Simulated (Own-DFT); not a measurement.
# A change of arrangement and its cost: Ga32P32, 64 atoms

These are calculations, not measurements. The program, named Own-DFT, is a retired in-house plane-wave density functional code that no person has reviewed. Each row is one single-point run on a periodic cell that was not relaxed, without spin or spin-orbit coupling.

Settings of every run: PBE; PseudoDojo norm-conserving scalar-relativistic files; cutoff 42 hartree; 3 x 3 x 3 k mesh centred on Gamma; Fermi-Dirac smearing of 0.1 eV.

Known limits, some of them of some rows only: not probed for a lower state with spin; forces on such cells failed a check on a denser k mesh; forces on such cells passed a denser k mesh, each cell not checked; stress not checked against mesh or cutoff.

All cells hold the same atoms in the same cell, with vectors in Å (10.901, 0.000, 0.000); (0.000, 10.901, 0.000); (0.000, 0.000, 10.901). Every atom was moved at random from its ideal site; u is the rms move along one axis. The defect's site can differ from row to row. E is the free energy of the cell above the lowest run. The arrangements:

- A: zincblende GaP
- B: zincblende GaP, with one Ga on a P site and one P on a Ga site, 2.4 Å apart

| arrangement | u (Å) | E (eV) | P (GPa) |
|---|---|---|---|
| A | 0.0183 | 0.000 | 2.71 |
| A | 0.0207 | 0.046 | 2.72 |
| A | 0.0209 | 0.075 | 2.72 |
| A | 0.0466 | 2.232 | 3.28 |
| A | 0.0484 | 2.412 | 3.29 |
| A | 0.0506 | 2.758 | 3.40 |
| B | 0.0286 | 3.469 | 2.95 |
| B | 0.0286 | 3.503 | 2.92 |
| B | 0.0324 | 3.801 | 3.00 |
| B | 0.0496 | 5.216 | 3.36 |
| B | 0.0502 | 5.893 | 3.54 |
| B | 0.0536 | 5.658 | 3.57 |

Question: once the cost of the random moves is taken out, how do the arrangements rank?

## Worked answer

Fit E = a + b u², with one b for all and one a for each arrangement, and with residuals divided by u², since the noise grows with the moves. Then b = 1204 eV/Å², the scatter at u = 0.04 Å is 0.13 eV, and against A:

- B: 2.94 ± 0.05 eV (higher)

These are energies of unrelaxed cells. Relaxing the atoms lowers the strained arrangements most, so the gaps would shrink and small ones could change sign.
